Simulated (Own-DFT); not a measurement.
# Which arrangement is lower? C34N2Si36, 72 atoms

These are calculations, not measurements. The program, named Own-DFT, is a retired in-house plane-wave density functional code that no person has reviewed. Each row is one single-point run on a periodic cell that was not relaxed, without spin or spin-orbit coupling.

Settings of every run: PBE; PseudoDojo norm-conserving scalar-relativistic files; cutoff 42 hartree; 4 x 4 x 3 k mesh centred on Gamma; Fermi-Dirac smearing of 0.1 eV.

Known limits: not probed for a lower state with spin; forces on such cells passed a denser k mesh, each cell not checked; stress not checked against mesh or cutoff.

All cells hold the same atoms in the same cell, with vectors in Å (9.248, 0.000, 0.000); (-4.624, 8.009, 0.000); (0.000, 0.000, 10.068). Every atom was moved at random from its ideal site; u is the rms move along one axis. The defect's site can differ from row to row. E is the free energy of the cell above the lowest run. The arrangements:

- A: 4H SiC, with two N on a C site each, 3.1 Å apart
- B: 2H SiC, with two N on a C site each, 3.1 Å apart

| arrangement | u (Å) | E (eV) | P (GPa) |
|---|---|---|---|
| A | 0.0283 | 0.000 | 2.63 |
| A | 0.0287 | 0.278 | 2.74 |
| A | 0.0301 | 0.132 | 2.57 |
| A | 0.0423 | 2.426 | 3.17 |
| A | 0.0489 | 4.275 | 3.99 |
| A | 0.0494 | 4.825 | 4.24 |
| B | 0.0278 | 0.990 | 2.83 |
| B | 0.0315 | 1.607 | 3.17 |
| B | 0.0329 | 1.789 | 3.18 |
| B | 0.0456 | 4.183 | 3.92 |
| B | 0.0497 | 4.786 | 4.06 |
| B | 0.0532 | 5.956 | 4.38 |

Question: once the cost of the random moves is taken out, how do the arrangements rank?

## Worked answer

Fit E = a + b u², with one b for all and one a for each arrangement, and with residuals divided by u², since the noise grows with the moves. Then b = 2509 eV/Å², the scatter at u = 0.04 Å is 0.25 eV, and against A:

- B: 0.99 ± 0.11 eV (higher)

These are energies of unrelaxed cells. Relaxing the atoms lowers the strained arrangements most, so the gaps would shrink and small ones could change sign.
